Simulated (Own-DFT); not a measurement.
Simulation results for GaP (zincblende, atoms displaced)

A calculation, not a measurement: plane-wave PBE density functional theory by an unreviewed code, no spin, of a simulated periodic cell, stress positive in tension, free energy of the whole cell less one offset for each atom, forces on such cells passed a denser k mesh, this cell's mesh not checked; offsets are fitted by least squares, one for each functional and potential file, so energies compare only between cells with the same atoms and settings and are not formation energies; the far tail of each file's local potential was reset to the Coulomb form; each entry is a single point on an unrelaxed cell, so the pressure reflects the starting lattice, mostly measured values (interpolated for alloys), from which strain is counted, and rises with the displacements; printed positions are rounded, which can move forces by about a meV/angstrom; the program, named Own-DFT, is a retired in-house code; no spin-orbit coupling. Program: Own-DFT development build.

Common to all runs: functional PBE; potential files PseudoDojo norm-conserving, scalar-relativistic, standard set; wave cutoff 42 hartree; occupations Fermi-Dirac; smearing width 0.1 eV; hardware one NVIDIA H100; k mesh 3 x 3 x 3 centred on Gamma.

(1) 
```cif
# cell vector a (Å): 10.9010 0.0000 0.0000
# cell vector b (Å): 0.0000 10.9010 0.0000
# cell vector c (Å): 0.0000 0.0000 10.9010
data_GaP
_symmetry_space_group_name_H-M 'P 1'
_symmetry_Int_Tables_number 1
_cell_length_a 10.9010
_cell_length_b 10.9010
_cell_length_c 10.9010
_cell_angle_alpha 90.000
_cell_angle_beta 90.000
_cell_angle_gamma 90.000
_cell_volume 1295.39
loop_
_atom_site_label
_atom_site_type_symbol
_atom_site_fract_x
_atom_site_fract_y
_atom_site_fract_z
_atom_site_occupancy
Ga1 Ga 0.99864 0.00821 0.00596 1
Ga2 Ga 0.97177 0.23302 0.26468 1
Ga3 Ga 0.26799 0.01543 0.25371 1
Ga4 Ga 0.25702 0.25400 0.00594 1
P1 P 0.13779 0.12533 0.12001 1
P2 P 0.11838 0.39191 0.38675 1
P3 P 0.37328 0.12744 0.38792 1
P4 P 0.37875 0.38033 0.12321 1
Ga5 Ga 0.98595 0.00033 0.49438 1
Ga6 Ga 0.01337 0.26355 0.74366 1
Ga7 Ga 0.25652 0.01289 0.76122 1
Ga8 Ga 0.24975 0.25733 0.51965 1
P5 P 0.11814 0.14223 0.62666 1
P6 P 0.16498 0.36189 0.89067 1
P7 P 0.38901 0.14752 0.87940 1
P8 P 0.36795 0.36780 0.64506 1
Ga9 Ga 0.99499 0.48996 0.98180 1
Ga10 Ga 0.00334 0.75938 0.23944 1
Ga11 Ga 0.25652 0.47618 0.24113 1
Ga12 Ga 0.24221 0.74566 0.99596 1
P9 P 0.13863 0.63741 0.13674 1
P10 P 0.14034 0.89484 0.38537 1
P11 P 0.37723 0.63165 0.38752 1
P12 P 0.36697 0.86756 0.11202 1
Ga13 Ga 0.97797 0.49568 0.48451 1
Ga14 Ga 0.01648 0.74545 0.74378 1
Ga15 Ga 0.25393 0.48296 0.74937 1
Ga16 Ga 0.23560 0.73104 0.49532 1
P13 P 0.14417 0.60754 0.61438 1
P14 P 0.14003 0.86892 0.87429 1
P15 P 0.38655 0.63299 0.87325 1
P16 P 0.36631 0.86634 0.61803 1
Ga17 Ga 0.46879 0.00431 0.01017 1
Ga18 Ga 0.50055 0.25181 0.23872 1
Ga19 Ga 0.74005 0.98851 0.24381 1
Ga20 Ga 0.74659 0.23231 0.99635 1
P17 P 0.62048 0.13659 0.08543 1
P18 P 0.60725 0.38581 0.36889 1
P19 P 0.85425 0.11635 0.37147 1
P20 P 0.87242 0.40030 0.11678 1
Ga21 Ga 0.48313 0.01050 0.51363 1
Ga22 Ga 0.50808 0.25525 0.74439 1
Ga23 Ga 0.73936 0.02027 0.76010 1
Ga24 Ga 0.75466 0.23972 0.50106 1
P21 P 0.63216 0.12208 0.65724 1
P22 P 0.60127 0.38069 0.90098 1
P23 P 0.89355 0.12869 0.86914 1
P24 P 0.88180 0.38756 0.61993 1
Ga25 Ga 0.51278 0.51572 0.98402 1
Ga26 Ga 0.50155 0.76269 0.25200 1
Ga27 Ga 0.74982 0.49210 0.23286 1
Ga28 Ga 0.75799 0.76652 0.99611 1
P25 P 0.62921 0.62927 0.11873 1
P26 P 0.62564 0.87718 0.33578 1
P27 P 0.86569 0.61637 0.35786 1
P28 P 0.85864 0.86713 0.12525 1
Ga29 Ga 0.52479 0.49240 0.49805 1
Ga30 Ga 0.49472 0.74390 0.76281 1
Ga31 Ga 0.78637 0.48995 0.74234 1
Ga32 Ga 0.73582 0.73748 0.52360 1
P29 P 0.60822 0.61951 0.62927 1
P30 P 0.62358 0.86901 0.85885 1
P31 P 0.86833 0.62858 0.89703 1
P32 P 0.86370 0.88599 0.63578 1
_calc_free_energy_of_cell_above_offsets '-13.945'  # eV
_calc_pressure 7.46  # GPa
_calc_stress_xx -7.23  # GPa
_calc_stress_yy -7.8  # GPa
_calc_stress_zz -7.35  # GPa
_calc_stress_yz 0.35  # GPa
_calc_stress_xz 2.03  # GPa
_calc_stress_xy 0.63  # GPa
_calc_wall_time 548.1  # s
```

Force:
```
element  x (eV/Å)  y (eV/Å)  z (eV/Å)
     Ga     0.634    -1.629    -0.051
     Ga     2.857     2.991    -2.201
     Ga    -0.937    -1.541    -0.924
     Ga      2.62    -2.857     3.085
      P    -1.363      0.13     1.455
      P     1.126    -2.924    -1.334
      P     0.614      2.24    -0.674
      P     1.419    -0.485    -1.338
     Ga     0.821     -0.12     0.938
     Ga    -0.312     0.837     1.591
     Ga     0.115     -0.13    -0.755
     Ga    -0.562     0.362    -1.942
      P     0.291    -2.932    -0.658
      P    -5.937      3.87    -3.592
      P    -1.257    -1.661    -0.434
      P     3.094     -0.33    -2.928
     Ga     2.575     0.622     0.712
     Ga     0.183     0.008     1.477
     Ga    -1.552     2.826     2.258
     Ga     0.991    -0.807     -0.02
      P    -0.686    -2.019    -0.665
      P    -1.474    -1.115    -0.813
      P     1.111    -1.471    -1.771
      P    -0.156     0.125     2.342
     Ga      1.27     2.263    -0.229
     Ga    -0.625    -0.078     0.221
     Ga    -0.297     2.925     1.614
     Ga      1.22     2.698    -0.904
      P    -3.394    -1.045     1.891
      P      -1.9     1.621    -0.584
      P    -3.602    -2.082      1.35
      P     0.142     0.413     1.232
     Ga         2     0.108    -1.748
     Ga    -0.015    -0.576     0.435
     Ga     1.376     3.546    -2.823
     Ga     4.167     4.554     -2.67
      P    -3.319    -3.925      5.39
      P     3.583    -3.426     -2.43
      P    -0.349    -1.476     0.433
      P      1.07     -4.93    -0.463
     Ga     1.684    -1.456     0.148
     Ga     0.051      1.26     1.669
     Ga     4.175    -4.314     3.386
     Ga    -1.745      1.35     0.918
      P    -3.257     3.296    -6.187
      P     4.698    -4.591    -4.544
      P    -1.096     0.693     0.066
      P     1.094    -4.228    -1.394
     Ga    -2.376     3.248     3.392
     Ga    -2.521    -3.058    -1.938
     Ga    -2.349      1.68     1.664
     Ga    -3.263    -1.247    -1.167
      P    -0.416     0.734     0.402
      P    -1.019    -0.317     6.691
      P    -0.058     1.891     1.186
      P     3.307     2.501     0.763
     Ga    -4.117     2.043     2.125
     Ga     0.769     1.997    -3.167
     Ga    -4.524     3.515     3.872
     Ga     1.282     1.195    -2.064
      P      1.55    -0.493     1.658
      P     0.432     1.373     1.952
      P     1.623    -0.667    -3.379
      P     0.534    -0.985    -0.527
```

(2) 
```cif
# cell vector a (Å): 10.9010 0.0000 0.0000
# cell vector b (Å): 0.0000 10.9010 0.0000
# cell vector c (Å): 0.0000 0.0000 10.9010
data_GaP
_symmetry_space_group_name_H-M 'P 1'
_symmetry_Int_Tables_number 1
_cell_length_a 10.9010
_cell_length_b 10.9010
_cell_length_c 10.9010
_cell_angle_alpha 90.000
_cell_angle_beta 90.000
_cell_angle_gamma 90.000
_cell_volume 1295.39
loop_
_atom_site_label
_atom_site_type_symbol
_atom_site_fract_x
_atom_site_fract_y
_atom_site_fract_z
_atom_site_occupancy
Ga1 Ga 0.01580 0.99440 0.02143 1
Ga2 Ga 0.00222 0.24505 0.26068 1
Ga3 Ga 0.24922 0.00772 0.27297 1
Ga4 Ga 0.23943 0.26796 0.01574 1
P1 P 0.11009 0.13213 0.13504 1
P2 P 0.13359 0.36292 0.35865 1
P3 P 0.36452 0.11626 0.39532 1
P4 P 0.37417 0.38218 0.13505 1
Ga5 Ga 0.97529 0.98250 0.48816 1
Ga6 Ga 0.98188 0.28599 0.78704 1
Ga7 Ga 0.24313 0.99040 0.76167 1
Ga8 Ga 0.21907 0.27103 0.49589 1
P5 P 0.12361 0.12684 0.63596 1
P6 P 0.12894 0.35008 0.86610 1
P7 P 0.37948 0.11012 0.87196 1
P8 P 0.40171 0.37763 0.62651 1
Ga9 Ga 0.00951 0.48072 0.98473 1
Ga10 Ga 0.00853 0.73138 0.24587 1
Ga11 Ga 0.27733 0.49682 0.26490 1
Ga12 Ga 0.24967 0.74889 0.99355 1
P9 P 0.10074 0.62420 0.10194 1
P10 P 0.12981 0.86551 0.37881 1
P11 P 0.38013 0.63074 0.35378 1
P12 P 0.38034 0.88241 0.11593 1
Ga13 Ga 0.00501 0.50627 0.48084 1
Ga14 Ga 0.01730 0.75609 0.74013 1
Ga15 Ga 0.27939 0.51548 0.74029 1
Ga16 Ga 0.25176 0.76771 0.50494 1
P13 P 0.10220 0.62885 0.62612 1
P14 P 0.12038 0.87635 0.87808 1
P15 P 0.34596 0.62117 0.88525 1
P16 P 0.36931 0.84887 0.64545 1
Ga17 Ga 0.49037 0.98800 0.00420 1
Ga18 Ga 0.50796 0.22350 0.23801 1
Ga19 Ga 0.76022 0.98938 0.24785 1
Ga20 Ga 0.75425 0.26526 0.00769 1
P17 P 0.61039 0.12743 0.13808 1
P18 P 0.63407 0.35237 0.37966 1
P19 P 0.88937 0.15346 0.37173 1
P20 P 0.87198 0.36685 0.10861 1
Ga21 Ga 0.50332 0.01422 0.52321 1
Ga22 Ga 0.46164 0.27159 0.75322 1
Ga23 Ga 0.73191 0.99682 0.73563 1
Ga24 Ga 0.75689 0.27239 0.51808 1
P21 P 0.60791 0.13006 0.62660 1
P22 P 0.60683 0.40194 0.86421 1
P23 P 0.86296 0.13517 0.86407 1
P24 P 0.89876 0.38596 0.59906 1
Ga25 Ga 0.50387 0.51291 0.01570 1
Ga26 Ga 0.52369 0.76517 0.24532 1
Ga27 Ga 0.74516 0.48239 0.24732 1
Ga28 Ga 0.76481 0.75020 0.97897 1
P25 P 0.63806 0.63169 0.14011 1
P26 P 0.62678 0.86703 0.39125 1
P27 P 0.86485 0.62056 0.35834 1
P28 P 0.88088 0.88806 0.11599 1
Ga29 Ga 0.50392 0.50237 0.49122 1
Ga30 Ga 0.50634 0.75526 0.77280 1
Ga31 Ga 0.77095 0.48241 0.77070 1
Ga32 Ga 0.75680 0.75912 0.48056 1
P29 P 0.63132 0.64195 0.62748 1
P30 P 0.61612 0.88115 0.86981 1
P31 P 0.89817 0.63176 0.87789 1
P32 P 0.86666 0.87263 0.62625 1
_calc_free_energy_of_cell_above_offsets '-12.863'  # eV
_calc_pressure 7.53  # GPa
_calc_stress_xx -7.48  # GPa
_calc_stress_yy -6.84  # GPa
_calc_stress_zz -8.27  # GPa
_calc_stress_yz -1.62  # GPa
_calc_stress_xz -0.88  # GPa
_calc_stress_xy -1.16  # GPa
_calc_wall_time 546.5  # s
```

Force:
```
element  x (eV/Å)  y (eV/Å)  z (eV/Å)
     Ga    -0.264     1.163    -2.476
     Ga     0.855     2.532    -3.642
     Ga    -0.691    -0.767    -1.957
     Ga     0.877    -2.077     0.291
      P      2.98    -0.365      -0.2
      P    -1.234     4.616    -1.784
      P     1.122     1.964      0.03
      P     1.713    -1.624    -1.234
     Ga     1.813     2.008     0.196
     Ga    -4.377    -3.646    -4.961
     Ga     0.537     1.107    -1.671
     Ga     3.162    -3.754      4.45
      P    -0.896     0.027    -0.432
      P     5.334     4.286     1.636
      P    -0.897     1.807     0.742
      P    -5.145     4.529    -6.135
     Ga     -0.39     0.256     0.289
     Ga    -0.742     1.307     0.275
     Ga    -3.399    -0.539    -1.312
     Ga    -1.776     1.548     2.055
      P     2.822    -0.366     0.961
      P    -1.825     0.571    -1.257
      P     1.389     2.376      2.98
      P    -2.679    -2.504     3.111
     Ga     0.574     0.988    -1.314
     Ga    -2.504     1.676     1.792
     Ga    -2.578    -1.867    -2.324
     Ga     0.031    -2.632    -0.111
      P     3.916    -2.173    -2.208
      P    -0.082    -0.009     0.717
      P     4.432     0.161     0.892
      P     0.905     2.584     0.015
     Ga     2.602     2.964    -1.546
     Ga    -6.181     5.406      6.48
     Ga    -1.072     1.693     1.075
     Ga    -4.072    -3.352    -3.203
      P     6.491    -5.707    -6.402
      P    -1.828     1.508    -1.299
      P    -4.589    -4.514     3.666
      P     3.134     2.761     3.548
     Ga    -2.782      -3.7    -2.406
     Ga     3.937    -5.599     5.654
     Ga     0.672     1.124     0.444
     Ga    -0.461    -2.605    -0.269
      P     2.891     3.461     2.318
      P     0.207    -1.811     1.375
      P    -0.502    -1.004     1.117
      P    -0.686    -0.537     4.058
     Ga    -0.515     0.317    -0.295
     Ga    -1.768    -0.077    -0.239
     Ga     0.275     -0.31    -0.051
     Ga    -1.039     0.674     1.466
      P     0.391    -0.216    -2.128
      P    -1.472     3.658    -1.537
      P     0.855    -0.035     0.516
      P    -1.053    -2.644     0.882
     Ga     1.412     1.068    -0.157
     Ga    -1.595    -3.078    -1.932
     Ga     0.265     2.105    -2.042
     Ga     1.266    -2.582     2.576
      P     0.167    -1.329    -0.069
      P     2.294     0.733     2.205
      P    -0.385    -1.151    -1.231
      P     0.161    -0.406     0.012
```

(3) 
```cif
# cell vector a (Å): 10.9010 0.0000 0.0000
# cell vector b (Å): 0.0000 10.9010 0.0000
# cell vector c (Å): 0.0000 0.0000 10.9010
data_GaP
_symmetry_space_group_name_H-M 'P 1'
_symmetry_Int_Tables_number 1
_cell_length_a 10.9010
_cell_length_b 10.9010
_cell_length_c 10.9010
_cell_angle_alpha 90.000
_cell_angle_beta 90.000
_cell_angle_gamma 90.000
_cell_volume 1295.39
loop_
_atom_site_label
_atom_site_type_symbol
_atom_site_fract_x
_atom_site_fract_y
_atom_site_fract_z
_atom_site_occupancy
Ga1 Ga 0.00943 0.00488 0.00206 1
Ga2 Ga 0.99107 0.23533 0.24834 1
Ga3 Ga 0.23829 0.02207 0.26857 1
Ga4 Ga 0.23600 0.26507 0.99184 1
P1 P 0.12666 0.11822 0.13964 1
P2 P 0.11768 0.37933 0.37360 1
P3 P 0.37631 0.12062 0.36846 1
P4 P 0.37376 0.37375 0.11162 1
Ga5 Ga 0.00701 0.98739 0.48912 1
Ga6 Ga 0.01305 0.24807 0.75078 1
Ga7 Ga 0.25250 0.99061 0.74833 1
Ga8 Ga 0.25321 0.26549 0.51486 1
P5 P 0.14856 0.16077 0.63076 1
P6 P 0.12128 0.35774 0.87890 1
P7 P 0.38294 0.12574 0.89048 1
P8 P 0.38676 0.37737 0.61349 1
Ga9 Ga 0.98964 0.52616 0.00310 1
Ga10 Ga 0.00905 0.73900 0.22990 1
Ga11 Ga 0.24960 0.50246 0.25966 1
Ga12 Ga 0.25653 0.74414 0.00525 1
P9 P 0.11833 0.63538 0.08347 1
P10 P 0.13846 0.87747 0.37379 1
P11 P 0.39879 0.63888 0.35987 1
P12 P 0.38051 0.85923 0.12745 1
Ga13 Ga 0.99906 0.51452 0.49653 1
Ga14 Ga 0.01387 0.72993 0.76027 1
Ga15 Ga 0.22992 0.50849 0.76152 1
Ga16 Ga 0.24493 0.75647 0.48150 1
P13 P 0.14512 0.62668 0.59790 1
P14 P 0.13284 0.86173 0.88060 1
P15 P 0.37846 0.62778 0.88396 1
P16 P 0.36227 0.87632 0.62295 1
Ga17 Ga 0.47918 0.00309 0.00977 1
Ga18 Ga 0.49365 0.25518 0.25732 1
Ga19 Ga 0.76266 0.01264 0.26622 1
Ga20 Ga 0.73664 0.25558 0.01441 1
P17 P 0.58797 0.14449 0.12347 1
P18 P 0.63291 0.37153 0.33932 1
P19 P 0.89803 0.14220 0.35373 1
P20 P 0.85820 0.34245 0.12103 1
Ga21 Ga 0.50278 0.00992 0.49664 1
Ga22 Ga 0.45783 0.22949 0.75137 1
Ga23 Ga 0.75388 0.98182 0.73108 1
Ga24 Ga 0.72006 0.23246 0.49987 1
P21 P 0.64679 0.13838 0.62192 1
P22 P 0.64518 0.40231 0.87788 1
P23 P 0.86054 0.13946 0.87054 1
P24 P 0.88130 0.38565 0.61772 1
Ga25 Ga 0.52578 0.49620 0.01447 1
Ga26 Ga 0.52635 0.71658 0.25007 1
Ga27 Ga 0.75325 0.50931 0.24412 1
Ga28 Ga 0.73928 0.73923 0.01706 1
P25 P 0.61835 0.62208 0.10408 1
P26 P 0.64378 0.89503 0.38647 1
P27 P 0.85679 0.61473 0.37519 1
P28 P 0.87469 0.89480 0.13682 1
Ga29 Ga 0.50811 0.50974 0.50068 1
Ga30 Ga 0.51218 0.73668 0.73288 1
Ga31 Ga 0.74715 0.49767 0.76790 1
Ga32 Ga 0.76400 0.73454 0.50447 1
P29 P 0.62319 0.62356 0.59844 1
P30 P 0.61156 0.87695 0.88953 1
P31 P 0.87069 0.61572 0.85293 1
P32 P 0.87551 0.86932 0.61338 1
_calc_free_energy_of_cell_above_offsets '-7.954'  # eV
_calc_pressure 8.95  # GPa
_calc_stress_xx -9.22  # GPa
_calc_stress_yy -8.26  # GPa
_calc_stress_zz -9.38  # GPa
_calc_stress_yz 1.43  # GPa
_calc_stress_xz 1.67  # GPa
_calc_stress_xy -5.11  # GPa
_calc_wall_time 552.9  # s
```

Force:
```
element  x (eV/Å)  y (eV/Å)  z (eV/Å)
     Ga    -1.195    -0.148     -0.86
     Ga     6.284     6.963    -6.367
     Ga     1.473    -2.448    -0.916
     Ga     2.982    -2.993     3.114
      P    -0.208     1.877    -2.845
      P      0.18    -0.224     -0.15
      P     0.485     2.011     2.044
      P    -0.079     0.894     1.443
     Ga    -0.487     1.879     0.518
     Ga    -3.114      0.35    -0.496
     Ga    -0.722      1.54     0.889
     Ga     1.263     1.065    -4.243
      P    -2.102    -5.354     1.352
      P    -2.395     4.632    -1.483
      P    -3.786    -0.799     0.171
      P      0.01     1.134     1.841
     Ga    -2.764    -4.678    -1.931
     Ga    -1.156     1.327     1.121
     Ga     0.617    -0.091    -1.435
     Ga     2.222     1.974    -1.251
      P     1.143    -0.377     4.784
      P    -2.226    -0.297     -1.97
      P    -4.515    -2.558     3.406
      P    -0.336      0.68     1.612
     Ga     -0.12     -1.14    -0.051
     Ga     0.362     1.401    -1.812
     Ga     1.723    -0.472    -0.129
     Ga     3.278    -0.335     0.842
      P    -1.562    -0.691       2.2
      P    -0.558     1.478    -0.447
      P     0.631    -1.267    -1.395
      P     2.272    -0.745    -1.092
     Ga     1.606    -1.662     1.028
     Ga    -2.235     0.515    -0.427
     Ga    -1.184     0.675    -1.178
     Ga     -3.27    -2.519    -3.725
      P     2.909    -2.169    -0.725
      P    -0.299     0.578     3.647
      P    -6.721    -6.668     9.444
      P     4.364     5.243      2.89
     Ga    -0.155    -0.509     0.909
     Ga     3.212     2.541    -2.756
     Ga    -0.837     1.234     2.371
     Ga     6.013     6.964    -7.818
      P    -6.089    -5.963     7.286
      P    -4.723    -5.473      3.33
      P     1.068    -1.625    -0.177
      P    -0.859    -0.972     0.844
     Ga    -5.042    -3.762    -3.604
     Ga     1.639     5.217     -1.18
     Ga    -0.422    -1.733    -2.222
     Ga     3.144      3.78    -2.702
      P     2.872     0.965     4.578
      P    -0.665    -2.398    -0.249
      P      3.15     1.067    -1.086
      P     0.174    -2.178    -1.208
     Ga     -1.55    -2.866    -3.089
     Ga    -1.507     1.425     1.539
     Ga     2.292     1.295    -7.083
     Ga    -1.113     2.273    -0.636
      P     2.274     0.868     3.641
      P      1.14    -0.549    -1.754
      P     1.089     2.617      2.84
      P     2.123    -0.803     0.807
```
